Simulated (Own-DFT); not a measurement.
# Short bonds, stiff crystals?

No measurement is shown. These are fixed-geometry runs of a retired plane-wave code named Own-DFT, which no person has reviewed; spin and spin-orbit coupling are neglected.

Known weak points (not all hold for every row): forces on such cells moved up to 12 meV/angstrom on a denser k mesh; forces not confirmed at this smearing and k mesh; k mesh not checked against a denser one; forces on such cells passed a denser k mesh, each cell not checked; stress not checked against mesh or cutoff.

All runs are PBE with PseudoDojo norm-conserving files; cutoff and k mesh are each material's own. Every cell starts from measured lattice constants and was given uniform random strains and small random moves of its atoms. Each triple is the change of volume in per cent, the rms move u in Å and the pressure in GPa.

- 3C SiC (C32Si32), 10.36 Å³/atom unstrained: (-3.89, 0.054, 15.44); (-2.25, 0.048, 11.10); (-1.90, 0.049, 9.84); (-0.42, 0.053, 6.76); (0.30, 0.052, 4.49); (0.49, 0.046, 4.32); (2.32, 0.051, 0.33)
- wurtzite AlN (Al64N64), 10.45 Å³/atom unstrained: (-2.78, 0.051, 12.13); (-2.27, 0.051, 10.90); (-0.28, 0.050, 6.24); (0.65, 0.053, 5.07); (1.22, 0.051, 3.29); (2.25, 0.051, 1.21); (2.57, 0.046, 0.55)
- wurtzite GaN (Ga48N48), 11.42 Å³/atom unstrained: (-3.64, 0.051, 14.91); (-2.82, 0.049, 13.69); (-1.03, 0.050, 9.27); (-0.88, 0.054, 9.17); (-0.67, 0.053, 8.60); (1.08, 0.047, 5.05); (3.42, 0.051, 1.03)
- diamond silicon (Si64), 20.02 Å³/atom unstrained: (-3.90, 0.047, 6.84); (-3.58, 0.050, 6.47); (-1.47, 0.050, 4.06); (0.47, 0.046, 2.32); (0.82, 0.051, 1.73); (0.99, 0.050, 1.57); (2.99, 0.049, -0.12)
- zincblende GaAs (As32Ga32), 22.58 Å³/atom unstrained: withheld
- grey tin (Sn64), 34.15 Å³/atom unstrained: (-3.21, 0.052, 5.67); (-2.23, 0.049, 5.04); (-2.17, 0.048, 5.09); (-2.05, 0.055, 5.09); (-1.07, 0.050, 4.27); (0.24, 0.051, 3.61); (1.17, 0.051, 3.20)

## Worked fit

Fit a line to each set against the fractional change of volume; B is minus its slope, and u is nearly the same within a set. To take it to zero pressure, assume that B rises by 4 GPa for each GPa: B0 = B - 4 x (mean pressure). The bond length of an ideal tetrahedral crystal with the unstrained volume v is d = (√3/4)(8 v)^(1/3). Cohen's empirical rule reads B0 = (1971 - 220 L) d^(-3.5) GPa, with L = 0 for group IV crystals and SiC and 1 for III-V compounds.

| material | L | d (Å) | B (GPa) | mean P (GPa) | B0 (GPa) | rule (GPa) |
|---|---|---|---|---|---|---|
| 3C SiC (C32Si32) | 0 | 1.888 | 244 ± 7 | 7.5 | 214 ± 7 | 213 |
| wurtzite AlN (Al64N64) | 1 | 1.893 | 215 ± 5 | 5.6 | 192 ± 5 | 188 |
| wurtzite GaN (Ga48N48) | 1 | 1.950 | 201 ± 6 | 8.8 | 166 ± 6 | 169 |
| diamond silicon (Si64) | 0 | 2.352 | 103 ± 3 | 3.3 | 90 ± 3 | 99 |
| zincblende GaAs (As32Ga32) | 1 | 2.448 | ? | ? | ? | 76 |
| grey tin (Sn64) | 0 | 2.810 | 58 ± 2 | 4.6 | 40 ± 2 | 53 |

A line through ln[B0/(1971 - 220 L)] against ln d has a slope of -4.2 ± 0.1 and a scatter of 3 %. Against the rule, B0 stands at 100 % for 3C SiC, 103 % for wurtzite AlN, 98 % for wurtzite GaN, 91 % for diamond silicon, 75 % for grey tin. PBE tends to make silicon and heavier crystals too soft, and the rule itself is only a guide.

## Test on the hidden row

Asked: what B0 does the fitted trend give for zincblende GaAs (As32Ga32)?

The line gives 64 GPa. Its own runs give B = 76 ± 2 GPa at a mean pressure of 3.6 GPa, so B0 = 62 GPa.
